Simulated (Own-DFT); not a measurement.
# Computed records: InAs (zincblende, strongly disordered by large displacements), GaP (zincblende, strongly disordered by large displacements)

All values are calculated (Own-DFT development build). A calculation, not a measurement: plane-wave PBE density functional theory by an unreviewed code, no spin, of a simulated periodic cell, stress positive in tension, free energy of the whole cell less one offset for each atom, forces on such cells passed a denser k mesh, this cell's mesh not checked; broken bonds can close the gap or carry spin, so checks made on this kind of crystal may not hold here; offsets are fitted by least squares, one for each functional and potential file, so energies compare only between cells with the same atoms and settings and are not formation energies; the far tail of each file's local potential was reset to the Coulomb form; each entry is a single point on an unrelaxed cell, so the pressure reflects the starting lattice, mostly measured values (interpolated for alloys), from which strain is counted, and rises with the displacements; printed positions are rounded, which can move forces by about a meV/angstrom; the program, named Own-DFT, is a retired in-house code; no spin-orbit coupling.

Common to all runs: functional PBE; potential files PseudoDojo norm-conserving, scalar-relativistic, standard set; wave cutoff 42 hartree; occupations Fermi-Dirac; smearing width 0.1 eV; k mesh 3 x 3 x 3 centred on Gamma.

(1) InAs (zincblende, strongly disordered by large displacements)

```
InAs
1.0
     12.1166     0.0000     0.0000
      0.0000    12.1166     0.0000
      0.0000     0.0000    12.1166
In As In As In As In As In As In As In As In As
4 4 4 4 4 4 4 4 4 4 4 4 4 4 4 4
Direct
  0.98549 0.01174 0.99907
  0.02041 0.26227 0.22304
  0.24370 0.02356 0.25949
  0.24783 0.23932 0.96301
  0.13203 0.04367 0.11162
  0.11489 0.40079 0.41933
  0.39176 0.11571 0.36209
  0.36112 0.38414 0.09468
  0.01670 0.03267 0.55180
  0.00464 0.23379 0.73763
  0.24220 0.98826 0.77027
  0.22020 0.20437 0.45873
  0.15379 0.12554 0.63980
  0.12126 0.38008 0.87559
  0.37419 0.10517 0.90318
  0.32882 0.36240 0.58851
  0.98497 0.52890 0.96666
  0.01664 0.77801 0.27746
  0.27766 0.48615 0.26361
  0.27532 0.75820 0.95987
  0.08881 0.62856 0.16693
  0.12197 0.92526 0.36284
  0.39514 0.63324 0.35890
  0.37893 0.89262 0.10165
  0.01201 0.53820 0.49755
  0.00077 0.76285 0.73176
  0.25534 0.46783 0.78181
  0.26602 0.72429 0.48306
  0.13805 0.64441 0.61274
  0.10296 0.89221 0.85116
  0.39613 0.63184 0.89270
  0.37253 0.81435 0.66845
  0.49240 0.02761 0.02635
  0.51858 0.25256 0.27354
  0.71577 0.99369 0.25858
  0.72339 0.24388 0.00016
  0.65570 0.17023 0.15876
  0.66777 0.33599 0.34847
  0.91470 0.10296 0.35689
  0.87780 0.34285 0.13678
  0.47029 0.97472 0.48116
  0.56064 0.28742 0.73438
  0.73296 0.93903 0.69783
  0.74648 0.21561 0.54810
  0.62409 0.10453 0.63666
  0.62848 0.41327 0.85570
  0.90382 0.13354 0.85482
  0.85153 0.39443 0.64229
  0.49175 0.50040 0.98292
  0.53319 0.78401 0.24173
  0.74887 0.54272 0.25577
  0.71960 0.80300 0.04907
  0.59588 0.63941 0.12444
  0.60045 0.88407 0.38410
  0.83540 0.65591 0.37768
  0.92486 0.89925 0.14408
  0.44654 0.49124 0.47007
  0.49812 0.75371 0.79316
  0.74993 0.51542 0.75705
  0.72188 0.77027 0.50366
  0.65428 0.61118 0.60959
  0.63441 0.88826 0.84907
  0.86894 0.63951 0.86873
  0.86315 0.82119 0.61596
```

* hardware: one NVIDIA H200
* free energy of cell above offsets: 18.610 eV
* pressure: 12.05 GPa
* stress xx: -12.68 GPa
* stress yy: -11.02 GPa
* stress zz: -12.45 GPa
* stress yz: 1.49 GPa
* stress xz: 0.02 GPa
* stress xy: -0.99 GPa
* wall time: 1196 s

Force:
```tsv
element	x (eV/Å)	y (eV/Å)	z (eV/Å)
In	-2.108	0.594	-4.303
In	3.573	-2.262	2.64
In	4.398	0.25	-0.463
In	-1.174	1.014	1.989
As	1.121	3.185	-1.269
As	2.989	-3.778	-3.286
As	-0.511	1.298	-0.072
As	0.007	-1.5	1.222
In	-4.007	-3.175	-3.216
In	1.45	4.476	-2.344
In	4.234	0.925	-1.503
In	0.038	1.352	-0.227
As	3.032	1.932	1.752
As	-3.814	-1.862	1.763
As	-0.767	0.972	-4.687
As	0.853	-0.179	1.276
In	2.293	-2.363	3.598
In	-1.044	-1.472	0.987
In	-2.214	0.203	-0.677
In	-4.132	3.045	2.344
As	1.803	-2.066	-1.906
As	-1.407	-1.83	5.028
As	0.373	3.027	-3.223
As	-1.472	-2.676	2.592
In	-4.428	1.709	0.894
In	1.98	-2.294	1.856
In	3.517	2.808	-3.502
In	-0.228	2.483	-0.08
As	-0.171	-0.644	2.641
As	-1.858	-2.197	3.222
As	-2.614	-2.918	-2.244
As	-3.253	3.032	-4.165
In	5.219	0.44	1.294
In	-5.123	0.657	-1.277
In	2.945	0.713	-1.026
In	2.768	1.812	-4.376
As	-0.866	-3.18	1.076
As	3.331	2.823	2.655
As	-0.745	-0.071	1.051
As	-3.685	3.541	-2.718
In	-2.801	0.915	5.105
In	-3.187	-2.731	-2.873
In	1.353	2.563	-0.721
In	3.539	3.195	-3.282
As	-3.704	-2.138	0.837
As	-0.676	-0.923	5.356
As	-4.558	-2.528	2.824
As	2.654	-2.643	-2.411
In	1.946	-2.45	3.051
In	-3.734	-1.086	-2.564
In	-1.859	-3.574	-2.951
In	1.211	0.23	-0.95
As	1.609	-2.239	-1.092
As	3.502	-0.032	1.289
As	4.198	1.602	1.638
As	-3.927	-0.563	0.743
In	2.72	-2.99	3.032
In	4.962	0.061	-0.869
In	2.215	2.931	-0.255
In	-2.546	-1.059	-1.863
As	-3.149	-0.381	-0.589
As	-1.399	0.104	5.425
As	-1.572	3.414	-0.826
As	2.899	2.502	-1.371
```

(2) GaP (zincblende, strongly disordered by large displacements)

```
GaP
1.0
     10.9010     0.0000     0.0000
      0.0000    10.9010     0.0000
      0.0000     0.0000    10.9010
Ga P Ga P Ga P Ga P Ga P Ga P Ga P Ga P
4 4 4 4 4 4 4 4 4 4 4 4 4 4 4 4
Direct
  0.99816 0.99203 0.99688
  0.97901 0.29276 0.27187
  0.24764 0.97283 0.23071
  0.25272 0.24025 0.98648
  0.11576 0.10979 0.13484
  0.10397 0.35755 0.38392
  0.33801 0.14022 0.35733
  0.38302 0.37564 0.14687
  0.99325 0.98434 0.46614
  0.00757 0.24784 0.74466
  0.26484 0.04575 0.72053
  0.23932 0.27200 0.49600
  0.14263 0.11826 0.63460
  0.10213 0.35714 0.87654
  0.36902 0.12695 0.86963
  0.40420 0.34911 0.61182
  0.99546 0.53552 0.02920
  0.00568 0.78180 0.26202
  0.27313 0.51043 0.24791
  0.24007 0.73535 0.00549
  0.12351 0.66437 0.13890
  0.12465 0.87612 0.37959
  0.35683 0.62401 0.39737
  0.36731 0.84996 0.12796
  0.01416 0.48410 0.52414
  0.98852 0.73241 0.76282
  0.28622 0.51688 0.74284
  0.22904 0.72318 0.47329
  0.12814 0.65590 0.60991
  0.10638 0.88792 0.88307
  0.37665 0.61017 0.85656
  0.40792 0.87635 0.62558
  0.47934 0.97754 0.01004
  0.49715 0.21766 0.25745
  0.78568 0.99249 0.28219
  0.74805 0.28833 0.99354
  0.62504 0.16011 0.12965
  0.63579 0.39823 0.40661
  0.91449 0.14399 0.34599
  0.87848 0.35770 0.07242
  0.50188 0.98968 0.49918
  0.48602 0.23975 0.74448
  0.78482 0.99080 0.76794
  0.77411 0.23353 0.50197
  0.58241 0.13756 0.62594
  0.61106 0.38823 0.88114
  0.91277 0.14156 0.88267
  0.86776 0.38567 0.63784
  0.49806 0.52909 0.00528
  0.48664 0.72655 0.24050
  0.76759 0.49478 0.25002
  0.76082 0.76476 0.01358
  0.64136 0.60806 0.09658
  0.62367 0.86084 0.37097
  0.89146 0.60735 0.37615
  0.87403 0.86056 0.14278
  0.48737 0.51086 0.50704
  0.50247 0.75437 0.79400
  0.74605 0.50602 0.74401
  0.75488 0.77919 0.48937
  0.62436 0.64443 0.66761
  0.63896 0.85842 0.88182
  0.86609 0.64234 0.88511
  0.87997 0.91647 0.64514
```

- hardware: one NVIDIA H100
- free energy of cell above offsets: 5.869 eV
- pressure: 11.4 GPa
- stress xx: -13.26 GPa
- stress yy: -9.13 GPa
- stress zz: -11.8 GPa
- stress yz: -1.49 GPa
- stress xz: -1.21 GPa
- stress xy: 0.19 GPa
- wall time: 621.8 s

Force:
```tsv
element	x (eV/Å)	y (eV/Å)	z (eV/Å)
Ga	-1.458	1.42	3.26
Ga	-1.487	2.704	-8.213
Ga	-1.041	2.584	1.323
Ga	-1.797	1.37	2.18
P	0.518	0.817	-0.556
P	3.954	4.737	1.941
P	0.859	-2.419	0.545
P	0.305	-0.317	-2.269
Ga	-1.256	2.67	3.412
Ga	-0.167	-0.005	-2.608
Ga	8.182	-7.708	5.378
Ga	1.543	-2.374	1.694
P	-9.757	5.785	-8.09
P	2.933	3.462	1.928
P	1.703	-1.536	1.838
P	-3.497	3.631	-1.705
Ga	-0.141	-1.042	-1.468
Ga	-1.336	-3.562	0.369
Ga	-2.387	-0.158	-0.26
Ga	1.008	1.6	-4.041
P	-0.506	-3.83	2.052
P	3.807	0.073	-0.134
P	5.098	-2.468	-3.69
P	0.563	-0.305	-0.702
Ga	-0.559	1.564	-0.405
Ga	2.139	2.955	-1.41
Ga	-6.172	-6.253	-6.737
Ga	-0.996	6.165	0.526
P	-2.83	-3.92	5.276
P	3.464	-3.295	-2.964
P	2.674	5.49	7.654
P	-3.308	-1.612	2.14
Ga	2.197	1.974	-1.141
Ga	-0.984	2.66	2.064
Ga	-2.314	0.149	-1.327
Ga	-8.741	-6.18	-5.001
P	2.288	-3.283	-2.088
P	0.568	-1.246	-1.882
P	-3.696	-5.963	4.309
P	10.01	6.096	8.533
Ga	0.43	1.784	-1.9
Ga	0.477	1.947	5.64
Ga	-6.012	5.11	6.497
Ga	-1.644	0.871	0.474
P	5.822	-3.326	-3.444
P	-0.435	-0.329	-1.882
P	-4.045	-1.192	0.722
P	1.351	-2.15	-0.64
Ga	-2.799	-3.652	-1.075
Ga	2.004	-0.682	0.706
Ga	-1.168	-0.808	-0.291
Ga	-1.238	-1.136	-0.074
P	2.009	2.368	3.983
P	-1.489	1.987	-1.818
P	0.314	2.141	0.525
P	-0.197	3.068	-0.913
Ga	2.319	0.162	1.598
Ga	-1.248	0.218	-2.759
Ga	-0.563	-0.183	2.294
Ga	1.885	-2.397	2.837
P	-0.401	0.309	-3.826
P	0.615	3.967	1.518
P	-0.415	-2.758	0.317
P	5.045	-5.748	-8.22
```

(3) GaP (zincblende, strongly disordered by large displacements)

```
GaP
1.0
     10.9010     0.0000     0.0000
      0.0000    10.9010     0.0000
      0.0000     0.0000    10.9010
Ga P Ga P Ga P Ga P Ga P Ga P Ga P Ga P
4 4 4 4 4 4 4 4 4 4 4 4 4 4 4 4
Direct
  0.03467 0.02532 0.97465
  0.98294 0.28101 0.29417
  0.22984 0.04489 0.28982
  0.23680 0.26391 0.00269
  0.12530 0.14930 0.08767
  0.11870 0.35835 0.38571
  0.35138 0.16325 0.34963
  0.37849 0.37405 0.10759
  0.98807 0.04291 0.55359
  0.00120 0.22631 0.77137
  0.22315 0.00212 0.78470
  0.20970 0.32480 0.53687
  0.12335 0.16055 0.55553
  0.10621 0.35610 0.86910
  0.40098 0.11693 0.85045
  0.46577 0.42103 0.63140
  0.98019 0.51569 0.04003
  0.94525 0.83844 0.25152
  0.23790 0.53983 0.26593
  0.21606 0.74228 0.03588
  0.12927 0.59546 0.09673
  0.14270 0.90362 0.36223
  0.38220 0.61318 0.34708
  0.37367 0.91988 0.19435
  0.03322 0.50083 0.52317
  0.97363 0.74256 0.78342
  0.20927 0.53499 0.75083
  0.25555 0.81426 0.52035
  0.13679 0.64425 0.62593
  0.10020 0.83893 0.86994
  0.36179 0.60893 0.86974
  0.34472 0.87185 0.66723
  0.47607 0.00993 0.01049
  0.49250 0.30692 0.23124
  0.79695 0.03304 0.23754
  0.80228 0.25143 0.02712
  0.57918 0.12107 0.18377
  0.60199 0.39573 0.39082
  0.89627 0.07021 0.38433
  0.89248 0.36388 0.13174
  0.52805 0.00209 0.56120
  0.49175 0.25862 0.70716
  0.69307 0.94355 0.71875
  0.76271 0.24007 0.49004
  0.69441 0.13664 0.62204
  0.65972 0.35394 0.85109
  0.83943 0.12292 0.90507
  0.89821 0.35094 0.63912
  0.51221 0.56237 0.95488
  0.52906 0.75585 0.25746
  0.77193 0.45220 0.26023
  0.76877 0.73812 0.98415
  0.58073 0.64838 0.12117
  0.63704 0.85877 0.37704
  0.83352 0.65170 0.35174
  0.85239 0.90017 0.08427
  0.50932 0.52356 0.47951
  0.55396 0.74661 0.75478
  0.75426 0.48527 0.77522
  0.72803 0.73460 0.52272
  0.60556 0.60985 0.64789
  0.64598 0.87203 0.87831
  0.83350 0.60603 0.88444
  0.89814 0.89828 0.60604
```

- hardware: one NVIDIA H100
- free energy of cell above offsets: 31.009 eV
- pressure: 16.35 GPa
- stress xx: -13.56 GPa
- stress yy: -18.2 GPa
- stress zz: -17.3 GPa
- stress yz: -1.46 GPa
- stress xz: -5.31 GPa
- stress xy: -5.82 GPa
- wall time: 582.2 s

Force:
```tsv
element	x (eV/Å)	y (eV/Å)	z (eV/Å)
Ga	-2.875	-2.304	-1.591
Ga	-3.562	-4.373	-1.899
Ga	-1.484	1.365	-4.82
Ga	4.489	2.734	-2.83
P	-2.028	-2.585	6.088
P	1.952	5.317	-3.981
P	4.396	4.114	3.229
P	-3.363	3.818	-3.432
Ga	0.697	0.486	0.386
Ga	-1.54	-2.347	-0.935
Ga	0.129	0.723	-0.867
Ga	6.532	1.728	5.522
P	3.068	-0.792	2.419
P	1.644	3.858	0.879
P	-1.439	1.029	-0.199
P	-3.832	2.525	1.784
Ga	-3.964	-1.611	-4.002
Ga	1.402	-2.112	2.139
Ga	-4.033	-3.978	-2.372
Ga	3.787	5.26	-2.358
P	2.02	-1.164	4.254
P	-4.075	-5.034	2.257
P	3.188	3.822	2.838
P	0.508	-1.575	-2.492
Ga	-2.302	-0.481	-0.505
Ga	-3.65	-2.43	-4.486
Ga	2.295	-5.005	4.019
Ga	-2.743	-2.579	-4.863
P	-2.749	4.309	-3.571
P	4.568	3.989	4.023
P	-4.585	3.06	-2.19
P	4.764	1.849	3.415
Ga	0.769	-0.37	1.349
Ga	2.677	-2.404	3.556
Ga	-5.748	-0.54	-4.313
Ga	-5.492	-0.667	-1.276
P	1.728	-0.846	-0.557
P	5.188	-5.187	-3.692
P	1.593	3.557	0.526
P	2.613	2.624	2.899
Ga	-1.092	-0.739	-1.513
Ga	2.183	-5.249	2.634
Ga	3.646	2.678	-5.216
Ga	2.181	3.87	-4.405
P	-4.084	-2.783	5.068
P	-4.606	-4.63	4.474
P	2.19	-4.349	-4.68
P	-0.878	2.033	-1.278
Ga	3.959	-3.807	2.376
Ga	-4.079	2.272	2.091
Ga	-2.261	2.7	2.143
Ga	-4.202	4.277	5.189
P	4.32	-3.02	-4.038
P	1.324	2.768	2.271
P	1.28	-0.584	0.073
P	1.238	0.99	-0.761
Ga	-2.312	5.277	-0.368
Ga	-4.565	2.891	2.436
Ga	0.863	-0.043	-7.104
Ga	0.877	0.467	-0.414
P	2.913	-4.032	-3.123
P	-2.239	-0.369	6.117
P	7.151	-1.052	0.039
P	-4.35	-7.347	3.634
```

(4) InAs (zincblende, strongly disordered by large displacements)

```
InAs
1.0
     12.1166     0.0000     0.0000
      0.0000    12.1166     0.0000
      0.0000     0.0000    12.1166
In As In As In As In As In As In As In As In As
4 4 4 4 4 4 4 4 4 4 4 4 4 4 4 4
Direct
  0.97281 0.00087 0.98450
  0.01906 0.25093 0.23513
  0.22361 0.00008 0.20959
  0.26797 0.26186 0.01358
  0.09909 0.10087 0.08592
  0.10867 0.36265 0.36566
  0.34530 0.06025 0.37107
  0.36212 0.39763 0.08305
  0.01042 0.96512 0.48816
  0.03131 0.23399 0.74787
  0.25234 0.03640 0.72868
  0.29751 0.24785 0.49799
  0.12806 0.12869 0.63700
  0.16826 0.40501 0.79802
  0.38216 0.13199 0.80613
  0.34229 0.39373 0.64521
  0.00972 0.46647 0.97914
  0.98669 0.70784 0.23096
  0.24371 0.50475 0.27200
  0.24917 0.72900 0.95004
  0.14639 0.59919 0.11256
  0.10886 0.82646 0.34340
  0.36116 0.62969 0.32282
  0.36142 0.85732 0.10985
  0.93346 0.50511 0.49793
  0.99700 0.79541 0.78319
  0.27888 0.53300 0.75096
  0.26776 0.73405 0.46506
  0.12856 0.61455 0.59582
  0.15395 0.92118 0.86509
  0.39225 0.65741 0.87008
  0.36679 0.87695 0.60143
  0.47051 0.98176 0.04201
  0.42377 0.19834 0.28884
  0.71724 0.98547 0.25578
  0.76577 0.22841 0.02540
  0.66308 0.10749 0.13675
  0.67334 0.36999 0.38726
  0.88111 0.16298 0.40322
  0.86496 0.38966 0.08346
  0.52900 0.01796 0.47373
  0.49979 0.27290 0.76155
  0.70179 0.02864 0.78818
  0.78964 0.21494 0.54787
  0.64717 0.11614 0.63688
  0.62924 0.32909 0.87024
  0.89228 0.13726 0.87813
  0.88289 0.37092 0.59911
  0.49647 0.51933 0.98703
  0.52584 0.69396 0.27849
  0.72379 0.50598 0.24789
  0.76559 0.78973 0.99923
  0.62989 0.61173 0.10162
  0.62303 0.89746 0.38084
  0.91662 0.63248 0.37351
  0.89421 0.89661 0.14814
  0.50871 0.49034 0.48760
  0.49500 0.77416 0.76432
  0.81695 0.54954 0.72936
  0.76011 0.76597 0.53703
  0.62413 0.64455 0.61568
  0.59929 0.87099 0.90193
  0.80724 0.69381 0.83463
  0.89790 0.88921 0.66756
```

* hardware: one NVIDIA H200
* free energy of cell above offsets: 26.512 eV
* pressure: 13.57 GPa
* stress xx: -12.29 GPa
* stress yy: -15.1 GPa
* stress zz: -13.32 GPa
* stress yz: 1.77 GPa
* stress xz: 0.94 GPa
* stress xy: -3.92 GPa
* wall time: 1186 s

Force:
```tsv
element	x (eV/Å)	y (eV/Å)	z (eV/Å)
In	-0.146	-4.061	-0.882
In	-1.763	-1.34	-2.079
In	-0.165	-2.387	0.51
In	-3.585	-5.223	-3.688
As	2.701	4.306	1.926
As	2.101	1.647	2.498
As	-3.319	-4.779	3.696
As	2.189	3.549	4.299
In	-0.424	0.88	0.255
In	-2.91	4.313	2.769
In	0.639	-6.348	-0.884
In	-2.017	-0.032	-0.166
As	-1.187	-0.428	-8.559
As	-6.444	-6.54	3.95
As	2.573	0.431	5.589
As	3.492	-3.335	-3.312
In	2.717	1.116	-1.66
In	2.803	2.504	-7.596
In	-3.9	-5.879	-1.83
In	-6.01	3.748	4.135
As	-1.477	0.847	-1.727
As	1.661	2.641	0.91
As	0.962	1.581	2.701
As	-3.799	-4.284	3.089
In	4.269	1.096	-0.746
In	4.397	-4.102	3.363
In	2.252	9.223	-0.71
In	-1.352	1.029	2.033
As	-0.168	0.393	0.55
As	-0.98	-2.32	1.911
As	3.149	-4.616	-0.928
As	0.777	0.536	0.244
In	4.429	5.12	-2.86
In	4.243	6.561	-4.211
In	5.749	-0.647	-0.013
In	-0.25	0.577	-2.148
As	-4.828	2.786	-2.845
As	-1.445	-1.147	0.959
As	3.811	-3.493	-6.266
As	-0.66	0.562	3.2
In	-3.477	3.401	4.836
In	-2.578	0.494	-4.924
In	2.365	-2.78	4.213
In	-3.776	0.031	2.61
As	-4.005	1.924	-3.485
As	5.02	3.689	4.228
As	-2.506	1.706	-2.224
As	-0.046	-2.431	7.05
In	0.572	-2.155	-1.471
In	4.796	2.853	-1.721
In	1.82	-0.216	-0.066
In	-0.096	0.254	3.26
As	1.235	2.482	0.5
As	0.901	-9.123	0.84
As	-5.613	1.18	2.092
As	-0.711	-1.336	0.329
In	0.024	-0.012	0.16
In	1.357	1.622	-5.187
In	-0.539	-5.91	-3.448
In	1.498	1.615	-1.214
As	-1.464	-1.626	1.129
As	0.886	2.345	0.85
As	0.769	3.47	1.838
As	-4.519	4.039	-5.671
```

(5) InAs (zincblende, strongly disordered by large displacements)

```
InAs
1.0
     12.1166     0.0000     0.0000
      0.0000    12.1166     0.0000
      0.0000     0.0000    12.1166
In As In As In As In As In As In As In As In As
4 4 4 4 4 4 4 4 4 4 4 4 4 4 4 4
Direct
  0.97314 0.01926 0.01582
  0.98859 0.20926 0.26929
  0.23372 0.99711 0.23674
  0.25387 0.26236 0.00754
  0.13114 0.12556 0.11955
  0.13104 0.36661 0.39958
  0.37626 0.12631 0.38190
  0.36306 0.36052 0.13661
  0.98159 0.96522 0.48866
  0.02190 0.24637 0.76986
  0.27453 0.00997 0.75680
  0.25185 0.25274 0.50177
  0.11717 0.13033 0.61218
  0.12220 0.37916 0.87756
  0.38203 0.11497 0.89514
  0.37094 0.36490 0.63319
  0.00437 0.48619 0.97325
  0.97559 0.75743 0.23497
  0.25874 0.52238 0.26098
  0.24249 0.75954 0.99635
  0.15611 0.58362 0.11492
  0.11801 0.89043 0.38435
  0.35271 0.63409 0.37012
  0.37902 0.88202 0.10316
  0.99858 0.50092 0.51354
  0.02553 0.72680 0.75879
  0.24365 0.50671 0.75751
  0.28053 0.75477 0.52275
  0.11226 0.62660 0.61211
  0.14267 0.88040 0.89274
  0.38335 0.63647 0.85848
  0.37759 0.88940 0.62140
  0.48760 0.99160 0.00189
  0.49714 0.24266 0.25278
  0.74602 0.99412 0.26433
  0.72840 0.22859 0.00400
  0.62901 0.11804 0.12731
  0.63141 0.37600 0.34432
  0.87931 0.12533 0.40421
  0.86437 0.39606 0.14912
  0.51837 0.02555 0.50749
  0.48660 0.22442 0.71641
  0.75802 0.00658 0.75298
  0.75595 0.29388 0.48570
  0.60232 0.12707 0.62447
  0.61410 0.37638 0.87087
  0.88248 0.12066 0.86218
  0.85810 0.39887 0.64643
  0.49930 0.50045 0.99771
  0.51460 0.72072 0.23451
  0.72978 0.49494 0.23715
  0.70770 0.74448 0.01585
  0.64235 0.64068 0.14044
  0.63722 0.86022 0.38085
  0.87038 0.63040 0.37851
  0.88536 0.89057 0.10726
  0.53947 0.49306 0.49276
  0.51741 0.73599 0.75028
  0.73710 0.49205 0.73584
  0.75630 0.76681 0.50988
  0.62697 0.61353 0.60713
  0.65918 0.85906 0.87508
  0.90284 0.62399 0.88151
  0.89581 0.89325 0.62571
```

- hardware: one NVIDIA H200
- free energy of cell above offsets: 1.276 eV
- pressure: 9.88 GPa
- stress xx: -9.1 GPa
- stress yy: -9.82 GPa
- stress zz: -10.71 GPa
- stress yz: 0.9 GPa
- stress xz: 1.54 GPa
- stress xy: 0.15 GPa
- wall time: 1131 s

Force:
```tsv
element	x (eV/Å)	y (eV/Å)	z (eV/Å)
In	4.103	2.879	-2.919
In	2.078	2.934	-2.03
In	1.567	-0.747	1.26
In	-0.976	-1.286	-1.751
As	-1.51	1.147	-0.472
As	-1.984	1.779	-2.662
As	-0.402	-0.772	-0.727
As	1.965	2.548	1.255
In	1.789	4.578	-2.634
In	-0.816	-0.855	-2.476
In	-2.458	-0.276	-0.443
In	1.046	-1.174	1.047
As	0.176	-1.127	1.027
As	3.836	-2.009	-0.978
As	-0.578	3.207	-1.61
As	-0.023	2.235	-0.705
In	-2.088	1.036	4.877
In	1.801	-0.992	0.992
In	-1.709	-5.369	-0.122
In	1.835	-3.481	1.976
As	-2.998	2.677	-3.19
As	3.117	-2.887	-2.635
As	4.923	2.519	2.86
As	-2.098	-3.546	4.392
In	-1.369	-1.514	-1.938
In	-0.095	2.97	0.997
In	0.474	0.047	-1.167
In	-2.722	-1.121	-1.281
As	3.487	0.701	0.148
As	-3.132	2.561	-3.013
As	-1.322	-0.934	2.111
As	2.702	0.814	1.269
In	4.932	1.111	-1.253
In	-0.284	-0.727	-0.573
In	1.111	0.546	-0.48
In	2.252	2.955	-1.936
As	-1.865	-1.972	1.676
As	-2.516	-1.921	2.014
As	-2.868	-0.583	0.937
As	3.508	-3.449	-2.968
In	-3.644	-5.634	-5.691
In	-3.933	3.616	5.837
In	-0.842	-0.572	-1.562
In	0.862	-1.35	1.199
As	9.95	0.516	1.41
As	0.211	-1.186	-0.212
As	-0.504	1.669	1.297
As	5.867	-4.9	-3.741
In	-0.793	-0.058	0.289
In	-6.314	4.624	4.457
In	1.943	2.913	0.879
In	5.693	2.818	-3.45
As	0.306	-6.673	0.116
As	-2.591	1.057	-0.794
As	-0.232	-0.508	-0.223
As	-4.556	-4.097	2.949
In	-3.945	-2.106	-1.806
In	0.687	1.659	-1.352
In	-3.944	3.883	5.032
In	1.553	-1.149	1.03
As	1.591	3.602	2.166
As	-2.498	2.314	-2.696
As	-3.887	1.113	-0.321
As	-3.873	-4.053	6.313
```
